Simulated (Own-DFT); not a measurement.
Simulation results for Hf$_{16}$O$_{31}$ (monoclinic hafnia with two neutral oxygen vacancies, strained, atoms displaced)

All values are calculated (Own-DFT development build). A calculation, not a measurement: plane-wave PBE and HSE06 DFT by an unreviewed code, no spin, of a simulated cell at Gamma alone, so results move with cell size and shape, stress positive in tension, energies less offsets, not probed for a lower state with spin; hafnium file: forces about 75 meV/angstrom off all-electron values; oxygen file: force components 24 meV/angstrom off all-electron in a glass; k mesh not checked against a denser one; forces and stress are PBE's, HSE06 gives the energy alone, and its difference from PBE has offsets of its own; offsets are fitted by least squares, one for each functional and potential file, so energies compare only between cells with the same atoms and settings and are not formation energies; the far tail of each file's local potential was reset to the Coulomb form; each entry is a single point on an unrelaxed cell, so the pressure reflects the starting lattice, mostly measured values, from which strain is counted, and rises with the displacements; printed positions are rounded, which can move forces by about a meV/angstrom; the program is a retired in-house code; no spin-orbit coupling.

Common to all runs: first functional PBE; second functional HSE06; exact exchange share 0.25; screening 0.11 1/bohr; exchange divergence Gygi-Baldereschi; potential files PseudoDojo norm-conserving, scalar-relativistic, made for PBE, standard set; wave cutoff 48 hartree; occupations fixed; k mesh 1 x 1 x 1 centred on Gamma.

(1) Hf$_{16}$O$_{31}$ (monoclinic hafnia with two neutral oxygen vacancies, strained, atoms displaced)

```xyz
94
Lattice="10.0479 0.1296 0.0758 0.1311 10.3878 -0.0249 -1.5874 -0.0466 10.3066" Properties=species:S:1:pos:R:3 Hf16O31
Hf     1.1676     0.2775     0.9950
Hf     3.3667     2.7699     1.5216
Hf     3.1186     4.9821     4.1136
Hf     0.9034     2.3871     3.6531
O      0.1335     1.7210     1.8189
O      4.5333     4.4362     0.7677
O      4.2263     3.5968     3.3722
O     -0.3576     0.9045     4.3339
O      1.9653     3.9185     2.5054
O      2.6786     1.3562     0.1960
O      2.3881     1.2682     2.7199
O      1.5791     3.8841     5.0545
Hf     0.3225     0.1326     6.1588
Hf     2.6278     2.8889     6.6535
Hf     2.2919     5.0254     9.2255
Hf    -0.0023     2.3423     8.8411
O     -0.7147     1.6397     6.9189
O      3.7400     4.3304     5.9614
O      3.3137     3.5157     8.5375
O     -1.1002     0.8489     9.5510
O      1.1383     3.8746     7.6698
O      2.0052     1.2738     5.3001
O      1.5679     1.1848     7.9004
O      0.6720     3.8750    10.2575
Hf     1.3053     5.4016     1.0887
Hf     3.5019     8.0515     1.5335
Hf     3.0995    10.2031     4.1231
Hf     0.8841     7.5728     3.6010
O      0.3205     7.0562     1.7578
O      4.6706     9.5710     0.7405
O      4.2608     8.8068     3.3325
O     -0.2375     6.0349     4.3382
O      2.0498     9.1845     2.5016
O      2.8619     6.6226     0.1010
O      2.3191     6.4105     2.7430
O      1.5417     9.0679     5.0446
Hf     0.4685     5.3863     6.2345
Hf     2.6890     7.9738     6.6600
Hf     2.3400    10.1847     9.2518
Hf     0.1217     7.5321     8.7139
O     -0.6148     6.8968     6.9026
O      3.8597     9.5557     5.9271
O      3.5217     8.7172     8.4814
O      1.2435     9.1151     7.5492
O      2.0619     6.6511     5.2399
O      1.5529     6.4352     7.7716
O      0.7430     9.0441    10.0928
Hf     6.2643     0.2257     1.1327
Hf     8.5191     2.8856     1.6068
Hf     8.0265     5.0515     4.0975
Hf     5.7998     2.5383     3.6861
O      5.1388     1.8615     1.8440
O      9.1922     3.5494     3.3759
O      4.6452     0.9260     4.4780
O      6.8979     4.0311     2.5655
O      7.7965     1.4564     0.0996
O      7.3942     1.2537     2.7663
O      6.6070     3.8205     5.1115
Hf     5.4789     0.3689     6.3290
Hf     7.6423     2.9185     6.7294
Hf     7.2928     5.0889     9.3265
Hf     5.0258     2.5034     8.8241
O      4.3742     1.6753     6.8925
O      8.8182     4.4353     5.9548
O      8.4060     3.5442     8.5628
O      4.0170     0.8795     9.5393
O      6.0985     4.0287     7.7085
O      7.0067     1.4135     5.3003
O      6.6453     1.2483     7.9367
O      5.8023     3.8898    10.2091
Hf     6.2526     5.4137     1.0307
Hf     8.6544     8.0900     1.4959
Hf     8.1425    10.3483     4.1331
Hf     5.9844     7.6347     3.7131
O      5.1647     6.8916     1.8484
O      9.7604     9.5944     0.8497
O      9.2089     8.7982     3.3953
O      4.7314     6.1624     4.3910
O      6.9950     9.1677     2.5667
O      7.8395     6.6939     0.1881
O      7.4290     6.6212     2.7517
O      6.5793     9.1710     5.1508
Hf     5.5922     5.4747     6.3042
Hf     7.7143     8.1302     6.7136
Hf     7.3431    10.2551     9.2486
Hf     5.2303     7.6044     8.7957
O      4.4140     6.9944     6.9590
O      8.8569     9.6231     5.9551
O      8.4292     8.7303     8.5855
O      3.9460     6.1583     9.5448
O      6.2474     9.1600     7.5871
O      7.0085     6.5677     5.3106
O      6.6677     6.4628     7.8315
O      5.8422     9.1876    10.1899
```

Results for Hf$_{16}$O$_{31}$ (monoclinic hafnia with two neutral oxygen vacancies, strained, atoms displaced): PBE energy of cell above offsets -85.802 eV; HSE06 less PBE above offsets -0.189 eV; PBE pressure 12.24 GPa; PBE stress xx -14.26 GPa; PBE stress yy -8.92 GPa; PBE stress zz -13.54 GPa; PBE stress yz -1.7 GPa; PBE stress xz 0.43 GPa; PBE stress xy 5.06 GPa.

Force:
| element | x (eV/Å) | y (eV/Å) | z (eV/Å) |
| --- | --- | --- | --- |
| Hf | 1.33 | -3.052 | 2.564 |
| Hf | 0.955 | 0.815 | -0.279 |
| Hf | -1.32 | 2.474 | -0.187 |
| Hf | 0.054 | -0.392 | 1.433 |
| O | -0.747 | 0.86 | -0.349 |
| O | 0.145 | -0.987 | 0.513 |
| O | -0.128 | -0.54 | -0.517 |
| O | 0.732 | 0.344 | -0.244 |
| O | -1.154 | 0.08 | -0.147 |
| O | 1.355 | 0.883 | -1.017 |
| O | 0.11 | 0.904 | -0.472 |
| O | -1.152 | -0.63 | -0.1 |
| Hf | 2.721 | 0.386 | 1.093 |
| Hf | -0.742 | -2.827 | -0.407 |
| Hf | -1.836 | 0.701 | 0.581 |
| Hf | 1.739 | 0.122 | -0.772 |
| O | -0.839 | 1.348 | 0.683 |
| O | 2.168 | 0.955 | 0.861 |
| O | 1.792 | -1.092 | -0.03 |
| O | -1.25 | -0.026 | -1.291 |
| O | -1.116 | 0.777 | -0.529 |
| O | -1.147 | 2.013 | 0.341 |
| O | -0.245 | 1.181 | -0.029 |
| O | 0.132 | -0.656 | -0.726 |
| Hf | 0.414 | 0.063 | -0.256 |
| Hf | 0.217 | 0.674 | 0.011 |
| Hf | 0.665 | -0.676 | 0.317 |
| Hf | 0.46 | 1.375 | 2.684 |
| O | -0.938 | -0.97 | -1.781 |
| O | 0.063 | -0.295 | 1.061 |
| O | 1.575 | -1.635 | -0.258 |
| O | -0.611 | -0.442 | -0.333 |
| O | -1.299 | -0.12 | -0.996 |
| O | -1.245 | -0.707 | -0.336 |
| O | 1.892 | -0.358 | -0.846 |
| O | -0.35 | -0.36 | -0.656 |
| Hf | 0.432 | -0.172 | -1.237 |
| Hf | 0.812 | 2.479 | -1.373 |
| Hf | 0.602 | -0.802 | -1.561 |
| Hf | -0.038 | 1.007 | 2.039 |
| O | -1.171 | 0.472 | -0.027 |
| O | 0.063 | -0.795 | 0.97 |
| O | 0.196 | -0.249 | 0.817 |
| O | -1.312 | -0.218 | 0.958 |
| O | -0.578 | -1.63 | 0.229 |
| O | 1.519 | -0.774 | 0.63 |
| O | 0.299 | 0.035 | 0.419 |
| Hf | -0.04 | 0.631 | 0.434 |
| Hf | -1.42 | 0.07 | -1.364 |
| Hf | 1.201 | 1.156 | -0.204 |
| Hf | 1.056 | -3.441 | 0.728 |
| O | -0.053 | -0.558 | -0.913 |
| O | 0.598 | 0.333 | 0.64 |
| O | 1.196 | 1.68 | -1.338 |
| O | 0.05 | 0.026 | -0.876 |
| O | 0.374 | 0.472 | 1.482 |
| O | -0.225 | 1.809 | -1.496 |
| O | -0.881 | 1.605 | 0.296 |
| Hf | 1.114 | -4.862 | -2.619 |
| Hf | 0.954 | -1.198 | -0.774 |
| Hf | 0.782 | -0.268 | 0.361 |
| Hf | 0.818 | -2.274 | 0.81 |
| O | -3.45 | 5.154 | 2.751 |
| O | -0.077 | -0.471 | 0.906 |
| O | -0.593 | 1.012 | 0.623 |
| O | -1.197 | 0.374 | -0.363 |
| O | -0.1 | -0.537 | -0.462 |
| O | -0.113 | 0.856 | 0.935 |
| O | -0.172 | 1.825 | -1.047 |
| O | 0.226 | 0.439 | 0.741 |
| Hf | 0.222 | 1.378 | 1.722 |
| Hf | -2.094 | 0.907 | 1.09 |
| Hf | -1.279 | -1.922 | -0.595 |
| Hf | -1.306 | 1.752 | -0.009 |
| O | -0.519 | 0.384 | -0.143 |
| O | -0.546 | 0.62 | -0.586 |
| O | 1.192 | -0.691 | 0.156 |
| O | 0.429 | -0.589 | 0.568 |
| O | -0.368 | 0.527 | -1.423 |
| O | 0.139 | -1.027 | -1.197 |
| O | 1.456 | -1.67 | -0.299 |
| O | 0.532 | -1.236 | -1.081 |
| Hf | -2.166 | 0.222 | -1.258 |
| Hf | 0.02 | -0.21 | -2.078 |
| Hf | -0.328 | 0.163 | 0.703 |
| Hf | -1.918 | 1.808 | 0.623 |
| O | 0.924 | -1.409 | 0.035 |
| O | -0.051 | -0.694 | 1.053 |
| O | 1.035 | -0.897 | -0.119 |
| O | 0.441 | -0.311 | -0.716 |
| O | -1.022 | 0.234 | 1.691 |
| O | 0.824 | 0.293 | 0.302 |
| O | 1.09 | 0.153 | 0.784 |
| O | 0.021 | -1.158 | 0.084 |

(2) Hf$_{16}$O$_{31}$ (monoclinic hafnia with two neutral oxygen vacancies, strained, atoms displaced)

```xyz
94
Lattice="10.2085 0.1880 -0.1522 0.1901 10.2315 0.0286 -1.8466 -0.0023 10.2675" Properties=species:S:1:pos:R:3 Hf16O31
Hf     1.2952     0.2209     1.0462
Hf     3.4753     2.8081     1.4404
Hf     3.0907     4.9878     4.0487
Hf     0.6954     2.2979     3.6380
O      0.0974     1.7032     1.7067
O      4.1835     3.4833     3.3438
O     -0.3434     0.9132     4.3174
O      1.9026     3.8708     2.4771
O      2.8930     1.3660     0.0318
O      2.4119     1.2579     2.6455
O      1.4580     3.8028     4.9705
Hf     0.3502     0.3123     6.1416
Hf     2.5024     2.8598     6.5593
Hf     2.1237     4.9613     9.1062
Hf    -0.2448     2.4066     8.7855
O     -0.7850     1.6663     6.9106
O      3.8187     4.4128     5.8115
O      3.2190     3.4801     8.4038
O     -1.3389     0.8528     9.4609
O      1.0088     3.9351     7.6094
O      1.9494     1.3504     5.3164
O      1.4723     1.2714     7.7534
Hf     1.3045     5.4136     1.1218
Hf     3.6814     7.9354     1.5104
Hf     3.1815    10.2313     4.0441
Hf     0.9048     7.5860     3.5790
O      0.1787     6.8104     1.8713
O      4.7766     9.4438     0.7501
O      4.2929     8.6674     3.3168
O     -0.2936     5.9457     4.3754
O      2.0097     9.0689     2.5086
O      2.9343     6.5343     0.1355
O      2.4461     6.4179     2.6500
O      1.5490     8.9185     5.0915
Hf     0.4381     5.3057     6.1527
Hf     2.6641     7.9932     6.5641
Hf     2.2176    10.0186     9.2212
Hf    -0.0577     7.4437     8.7486
O     -0.7694     6.8747     6.9493
O      3.7861     9.3627     5.8402
O      3.3315     8.6542     8.5220
O     -1.1747     5.9793     9.4572
O      1.1537     9.0586     7.5940
O      1.9893     6.5254     5.1426
O      1.6129     6.3690     7.8299
O      0.6487     8.9942    10.1025
Hf     6.3062     0.3256     0.9792
Hf     8.5880     2.9026     1.3019
Hf     8.0686     5.0633     3.9230
Hf     5.9034     2.4024     3.5455
O      5.1714     1.8568     1.7124
O      9.7738     4.4484     0.6731
O      9.3047     3.5996     3.1312
O      4.7227     0.9800     4.3410
O      6.9755     4.0098     2.4694
O      7.8520     1.4353    -0.0344
O      7.4402     1.3942     2.5485
O      6.5015     3.9867     4.9604
Hf     5.4358     0.2769     6.1432
Hf     7.7287     2.9613     6.5614
Hf     7.2275     5.1337     9.0805
Hf     4.9716     2.4565     8.6802
O      4.2573     1.7338     6.7917
O      8.8910     4.4438     5.8393
O      8.4021     3.5912     8.3491
O      3.8295     1.0032     9.3433
O      6.0748     3.9097     7.4324
O      7.0054     1.4240     5.1918
O      6.3685     1.4183     7.6948
O      5.6589     3.9078     9.9811
Hf     6.3230     5.4944     1.0086
Hf     8.6271     8.1059     1.3986
Hf     8.3198    10.1683     4.0195
Hf     5.9630     7.5984     3.5732
O      5.2866     6.9543     1.7269
O      9.8277     9.5836     0.6096
O      9.3384     8.6101     3.1935
O      4.7832     6.1723     4.3144
O      7.1265     9.0673     2.4149
O      8.0874     6.6368     0.0044
O      7.5791     6.4982     2.5499
O      6.7254     9.1053     4.9264
Hf     5.5165     5.4837     6.1488
Hf     7.7535     8.1225     6.4815
Hf     7.3732    10.2202     9.1544
Hf     5.1501     7.5923     8.7333
O      4.3037     6.8881     6.8448
O      8.9348     9.5170     5.8491
O      8.4045     8.6876     8.3919
O      3.8541     6.1126     9.4092
O      6.2327     9.0844     7.5105
O      7.1222     6.6249     5.1079
O      6.7293     6.4494     7.6020
O      5.7742     8.9857    10.0588
```

The calculation gives: PBE energy of cell above offsets -84.257 eV; HSE06 less PBE above offsets -0.248 eV; PBE pressure 15.26 GPa; PBE stress xx -14.42 GPa; PBE stress yy -14.5 GPa; PBE stress zz -16.86 GPa; PBE stress yz 0.75 GPa; PBE stress xz -4.04 GPa; PBE stress xy 6.05 GPa.

Force:
| element | x (eV/Å) | y (eV/Å) | z (eV/Å) |
| --- | --- | --- | --- |
| Hf | 0.04 | -0.296 | -0.697 |
| Hf | -0.918 | 1.809 | -0.125 |
| Hf | -0.722 | 0.234 | -0.761 |
| Hf | 3.106 | 3.942 | -1.814 |
| O | -0.004 | -0.312 | 0.181 |
| O | 0.794 | -0.562 | -0.636 |
| O | -2.548 | -2.609 | 0.354 |
| O | -0.179 | 0.368 | -1.148 |
| O | -1.376 | 0.809 | 1.247 |
| O | -0.89 | 1.477 | -1.218 |
| O | -0.227 | 0.123 | 0.431 |
| Hf | 1.802 | -3.085 | 2.771 |
| Hf | 1.963 | -0.454 | 1.271 |
| Hf | 0.173 | -0.659 | 2.01 |
| Hf | 5.198 | -1.583 | 0.636 |
| O | -1.766 | 1.347 | 0.212 |
| O | -0.937 | -1.223 | 1.533 |
| O | 0.927 | 0.166 | 0.345 |
| O | 0.142 | 0.418 | -0.128 |
| O | -1.404 | -0.701 | -0.063 |
| O | -0.499 | -0.366 | -2.025 |
| O | -0.301 | 0.662 | -0.005 |
| Hf | 1.405 | -1.592 | -0.424 |
| Hf | -4.084 | 0.815 | -1.293 |
| Hf | 0.223 | -2.947 | 1.685 |
| Hf | 1.368 | -2.029 | 2.415 |
| O | -1.456 | 0.592 | -1.597 |
| O | 1.231 | 0.376 | 1.344 |
| O | 0.464 | 0.28 | 0.234 |
| O | -0.694 | 0.123 | -0.869 |
| O | -0.373 | -0.101 | -0.468 |
| O | -0.349 | -0.643 | -0.292 |
| O | 0.757 | 0.466 | -0.305 |
| O | -1.106 | 1.644 | -1.699 |
| Hf | -0.673 | 2.233 | -0.227 |
| Hf | -1.465 | -1.379 | 1.187 |
| Hf | -0.667 | 2.491 | -2.333 |
| Hf | 1.316 | 1.283 | 0.032 |
| O | 0.869 | -1.18 | -0.796 |
| O | 2.802 | 1.877 | 0.257 |
| O | 2.915 | -2.124 | -0.684 |
| O | -1.108 | -1.051 | 0.486 |
| O | -1.362 | -0.104 | -0.223 |
| O | 0.027 | -0.58 | 0.88 |
| O | -1.007 | 1.182 | -1.446 |
| O | -0.797 | -0.271 | 1.089 |
| Hf | -0.058 | 0.444 | -1.02 |
| Hf | -0.768 | 1.159 | 0.308 |
| Hf | 1.467 | 0.28 | 1.147 |
| Hf | 0.304 | 1.992 | 1.727 |
| O | 0.553 | -1.028 | -0.777 |
| O | 0.366 | 0.189 | -0.23 |
| O | -0.075 | -0.076 | 0.866 |
| O | -0.714 | -0.408 | -1.294 |
| O | -0.47 | -0.008 | -1.858 |
| O | 1.019 | -0.093 | 1.291 |
| O | 0.93 | -0.795 | 0.027 |
| O | 0.994 | -0.734 | -0.613 |
| Hf | -1.108 | 1.143 | 0.232 |
| Hf | -2.487 | -0.157 | -2.411 |
| Hf | 0.037 | -0.938 | 0.458 |
| Hf | -1.006 | 0.654 | -0.85 |
| O | -1.711 | 0.967 | -0.256 |
| O | -0.24 | -0.439 | -0.188 |
| O | -1.553 | 1.488 | 0.74 |
| O | -1.557 | -1.811 | 1.359 |
| O | 0.264 | 1.353 | 0.943 |
| O | 0.819 | 0.317 | -0.386 |
| O | 3.206 | -1.34 | 0.1 |
| O | 0.104 | 1.182 | 1.17 |
| Hf | 1.697 | -1.941 | -1.048 |
| Hf | 0.654 | -1.755 | -0.793 |
| Hf | -1.438 | -0.083 | -0.565 |
| Hf | 1.599 | 0.197 | 1.464 |
| O | 0.782 | -0.594 | 0.13 |
| O | 1.683 | -0.235 | 2.714 |
| O | 0.174 | 1.968 | 1.736 |
| O | -0.246 | -0.25 | -0.91 |
| O | -0.931 | 1.318 | -0.515 |
| O | -0.395 | -1.372 | -0.414 |
| O | -0.392 | 0.165 | -0.314 |
| O | -0.918 | -0.19 | -0.681 |
| Hf | 0.126 | -0.69 | -0.738 |
| Hf | 0.037 | -2.337 | 0.68 |
| Hf | -1.341 | -0.193 | -2.262 |
| Hf | -1.568 | -0.226 | -1.687 |
| O | 0.905 | 0.294 | 0.991 |
| O | 2.141 | 2.083 | -0.742 |
| O | 1.005 | -0.06 | 0.412 |
| O | 0.433 | -0.385 | 0.689 |
| O | -1.169 | 0.028 | 0.379 |
| O | -0.219 | -0.191 | -0.025 |
| O | -0.525 | 0.528 | 1.152 |
| O | -1.019 | 1.718 | 0.538 |
